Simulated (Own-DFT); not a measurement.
# From a pressure shift to a lattice shift: C11b WSi2, 30 atoms (Si20W10)

The numbers are computed, not measured, by runs of the plane-wave DFT program Own-DFT (in-house, retired, unreviewed) at fixed positions, with no spin and no spin-orbit coupling.

Limits: forces on such cells failed a check on a denser k mesh; stress not checked against mesh or cutoff.

Each geometry was run with PBE and with PBEsol, otherwise alike: PseudoDojo norm-conserving scalar-relativistic files made for PBE; cutoff 50 hartree; 5 x 5 x 5 k mesh centred on Gamma; cold (Marzari-Vanderbilt) smearing of 0.2 eV. Unstrained cell vectors in Å: (-2.149, -5.953, 3.409); (-6.444, 2.976, 1.136); (-2.553, -2.948, -6.757). Each has a uniform strain, of which the change of volume is shown, and random moves of rms u per axis.

| run | volume change (%) | u (Å) | P with PBE (GPa) | P with PBEsol (GPa) |
|---|---|---|---|---|
| 1 | -3.43 | 0.0439 | 16.39 | 12.11 |
| 2 | -0.03 | 0.0520 | 6.40 | 2.30 |
| 3 | -1.92 | 0.0481 | 11.61 | 7.42 |
| 4 | -1.06 | 0.0509 | 8.29 | 4.15 |
| 5 | 1.96 | 0.0519 | 2.57 | -1.44 |
| 6 | -0.69 | 0.0535 | 9.27 | 5.15 |
| 7 | 1.67 | 0.0495 | 2.57 | -1.44 |
| 8 | -0.16 | 0.0495 | 6.93 | 2.83 |
| 9 | 0.90 | 0.0523 | 4.12 | 0.06 |
| 10 | 0.84 | 0.0466 | 3.55 | -0.50 |
| 11 | -0.37 | 0.0472 | 7.62 | ? |

Question: by how much does PBEsol shrink this cell, and what belongs in the blank?

## Working it out

Write v for the change of volume as a fraction. Fitted to v and u², the PBE pressure has a slope of -265 ± 19 GPa in v, with the ions held to the strained lattice. The difference PBEsol less PBE is -4.10 + 5.0 v GPa (slope ± 0.2) and averages -4.11 GPa. Divided by the mean slope of the two, 263 GPa, that makes PBEsol's volume at a given pressure, near 5 GPa, about 1.6 % smaller, or 0.52 % in lengths. At one volume PBEsol's slope is the smaller by 5 GPa, but its pressure there is lower too. If stiffness rises by about 4 GPa for each GPa, PBEsol at equal pressure is stiffer by about 11 GPa. Files made for PBEsol would give a different shift.

For run 11 the line gives 3.51 GPa. The calculation gave 3.51 GPa.
